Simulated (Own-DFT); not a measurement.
# What a defect does to the pressure of its cell: 2H SiC

Source: density functional calculations with Own-DFT, an unreviewed in-house program that is no longer used. Nothing was measured or relaxed, and spin and spin-orbit coupling are left out.

Method: PBE; PseudoDojo norm-conserving scalar-relativistic files; cutoff 42 hartree; 4 x 4 x 3 k mesh centred on Gamma; Fermi-Dirac smearing of 0.1 eV.

Known weak points (not all hold for every row): a neutral cation vacancy leaves holes that likely carry spin, which these runs leave out; not probed for a lower state with spin; forces on such cells moved up to 12 meV/angstrom on a denser k mesh; forces on such cells passed a denser k mesh, each cell not checked; stress not checked against mesh or cutoff.

All runs share one cell, with vectors in Å (9.248, 0.000, 0.000); (-4.624, 8.009, 0.000); (0.000, 0.000, 10.068) and a volume of 745.7 Å³. The atoms are randomly displaced, by u rms on each axis. The defect's site can differ from row to row.

```
cell,formula,u (Å),P (GPa)
no defect,C36Si36,0.0295,3.95
no defect,C36Si36,0.0318,4.00
no defect,C36Si36,0.0578,6.41
one C on a Si site and one Si on a C site,C36Si36,0.0298,7.85
one C on a Si site and one Si on a C site,C36Si36,0.0305,7.56
one C on a Si site and one Si on a C site,C36Si36,0.0522,8.60
two Al on a Si site each,Al2C36Si34,0.0307,5.77
two Al on a Si site each,Al2C36Si34,0.0311,5.99
two Al on a Si site each,Al2C36Si34,0.0491,7.13
one Si vacancy,C36Si35,0.0475,4.71
one Si vacancy,C36Si35,0.0479,4.13
one Si vacancy,C36Si35,0.0487,4.29
two N on a C site each,C34N2Si36,0.0291,2.78
two N on a C site each,C34N2Si36,0.0325,3.00
two N on a C site each,C34N2Si36,0.0473,4.13
two N on a C site each,C34N2Si36,0.0477,?
```

## Fit

P = P0 + c u² + a shift for each defect gives P0 = 3.32 GPa, c = 843 ± 95 GPa/Å² and a scatter of 0.28 GPa. The shifts, and each times the cell's volume:

- one C on a Si site and one Si on a C site: 3.41 ± 0.23 GPa, 15.9 eV
- two Al on a Si site each: 1.76 ± 0.23 GPa, 8.2 eV (4.1 eV for each of its 2 sites)
- one Si vacancy: -0.89 ± 0.23 GPa, -4.1 eV
- two N on a C site each: -1.18 ± 0.23 GPa, -5.5 eV (-2.7 eV for each of its 2 sites)

Positive is outwards. The product with the volume (160.2 GPa Å³ to the eV) is nearly free of the cell's size; divided by the bulk modulus at the cell's pressure it gives the volume that the defect adds. The atoms around the defects weren't relaxed, which would change these numbers.

## Withheld run

Asked: what pressure belongs in the blank (two N on a C site each, u = 0.0477 Å)?

The fitted form gives 4.06 ± 0.33 GPa. The calculation gave 4.14 GPa.
